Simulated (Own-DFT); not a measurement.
# How strain changes the stress of wurtzite AlN, 72 atoms (Al36N36)

All numbers below are calculated, not measured. The program, named Own-DFT, is a retired in-house plane-wave density functional code that no person has reviewed. Each row is one single-point run on a periodic cell that was not relaxed, without spin or spin-orbit coupling.

Settings of every run: PBE; PseudoDojo norm-conserving scalar-relativistic files; cutoff 42 hartree; 4 x 4 x 3 k mesh centred on Gamma; Gaussian smearing of 0.01 eV.

Known limits: k mesh not checked against a denser one; stress not checked against mesh or cutoff.

Unstrained cell vectors in Å: (9.336, 0.000, 0.000); (-4.668, 8.085, 0.000); (0.000, 0.000, 9.964). The unstrained cell has measured lattice constants (interpolated for alloys), not those of this functional. That, the random moves and any unrelaxed bonds set the pressure at no strain. Each run strains this cell uniformly, with the atoms carried along. Every atom was also moved at random, by a Gaussian of width 0.05 Å on each axis. Strain is the symmetric tensor, in per cent. Stress is positive in tension, and the pressure is minus a third of its trace.

```
run  e_xx (%)  e_yy (%)  e_zz (%)  e_yz (%)  e_xz (%)  e_xy (%)  s_xx (GPa)  s_yy (GPa)  s_zz (GPa)  s_yz (GPa)  s_xz (GPa)  s_xy (GPa)  P (GPa)  E (meV/atom)
  1      0.32      1.33      0.96      0.89     -0.23     -0.65       -1.65        0.40       -0.96        2.29       -0.40       -1.44     0.73          21.1
  2     -0.47     -1.69      0.98      1.80      1.91      1.10      -10.52      -13.29       -3.27        3.75        5.65        4.14     9.03          34.9
  3     -1.39      0.13     -0.85      1.88     -0.25      0.04      -12.08       -8.64      -10.96        5.45       -0.77       -0.52    10.56          29.9
  4     -1.00     -0.09     -0.86      1.35     -1.09      0.48      -11.12       -6.31      -12.16        2.56       -2.89        2.84     9.86          25.5
  5      1.20      0.20      1.39      1.24     -0.99      0.28        0.19       -2.36        0.91        3.15       -2.65        1.58     0.42          13.7
  6     -0.41     -1.16     -0.30      1.04     -1.47     -0.52       -8.52      -13.40       -7.56        1.87       -3.92       -2.69     9.83          22.1
  7      0.10     -1.92      0.47     -0.61      1.26      0.51       -9.05      -14.53       -3.57       -1.92        3.77        1.82     9.05          33.8
  8     -0.61     -0.19     -0.94     -1.24     -0.89      0.96       -8.26       -8.00      -10.73       -3.15       -2.45        2.63     9.00           7.9
  9      1.54      1.60     -1.52     -0.08      1.35      0.88        1.02        2.86      -11.95       -0.76        4.58        2.64     2.69          24.9
 10     -0.20     -0.33      1.62      0.38      0.04      0.63       -5.52       -6.05        1.43        0.16       -1.01        2.25     3.38           0.0
 11     -0.06     -1.86      1.73      1.90     -1.23     -0.35       -8.90      -13.83        1.29        5.65       -3.50       -2.16     7.14          37.5
 12      0.22     -1.44      1.53     -0.36      1.08      0.14       -5.15      -12.18        0.84       -1.18        2.02        0.11     5.50          13.2
 13      0.75     -0.03     -1.73      0.23      1.73      1.74       -3.29       -7.55      -14.20        0.57        3.80        6.25     8.35          33.7
 14      1.41     -1.50      0.22      0.75      1.84     -1.67        0.11       -9.50       -6.81        0.76        4.43       -4.98     5.40          15.0
 15     -0.35     -1.44     -1.37     -1.58     -0.04      1.58      -10.45      -15.23      -12.89       -4.18       -0.38        6.58    12.86          35.3
 16     -1.89     -0.41      0.91     -1.11      1.45      1.14      -12.40      -10.90       -3.40       -3.24        2.78        4.95     8.90          17.8
 17     -1.39      1.29     -0.23      0.88      1.55     -1.04      -10.67       -0.08       -9.89        2.73        4.28       -4.38     6.88          31.9
 18     -0.41     -1.48      1.57     -1.62      0.98      0.14           ?           ?           ?           ?           ?           ?        ?             ?
```

E is the free energy for each atom above the lowest run shown.

## Worked fit

Each stress component was fitted by least squares to a constant and the strains of the runs shown, as fractions, with shears doubled. Shear strains stay in the fit of a normal stress only where such slopes are resolved. The slopes, in GPa:

```
stress  at no strain  per e_xx  per e_yy  per e_zz  scatter
  s_xx          -5.8  423 ± 27  138 ± 24   64 ± 24     1.05
  s_yy          -5.9  135 ± 30  486 ± 27   76 ± 26     1.17
  s_zz          -6.5   65 ± 24   14 ± 22  469 ± 21     0.94
```

Each shear stress against twice its own strain: yz 130 ± 9, xz 133 ± 7, xy 182 ± 14 GPa. These are stiffnesses along x, y and z of the frame in which the cell vectors are given, which need not be the crystal's axes. The atoms are held to the strained lattice; where symmetry lets them move under strain, relaxing them would lower some slopes. The table should be nearly symmetric about its diagonal, and what it lacks of that shows the noise. A ninth of its sum, 208 ± 5 GPa, estimates the bulk modulus near the mean pressure of these runs, 7.0 GPa, so it lies above the value at zero pressure.

## Withheld run

Question: what normal stresses and pressure should run 18 give?

The fit gives s_xx = -8.5, s_yy = -12.5, s_zz = 0.4 and P = 6.9 GPa. The calculation gave -7.74, -12.20, -0.06 and P = 6.67 GPa.
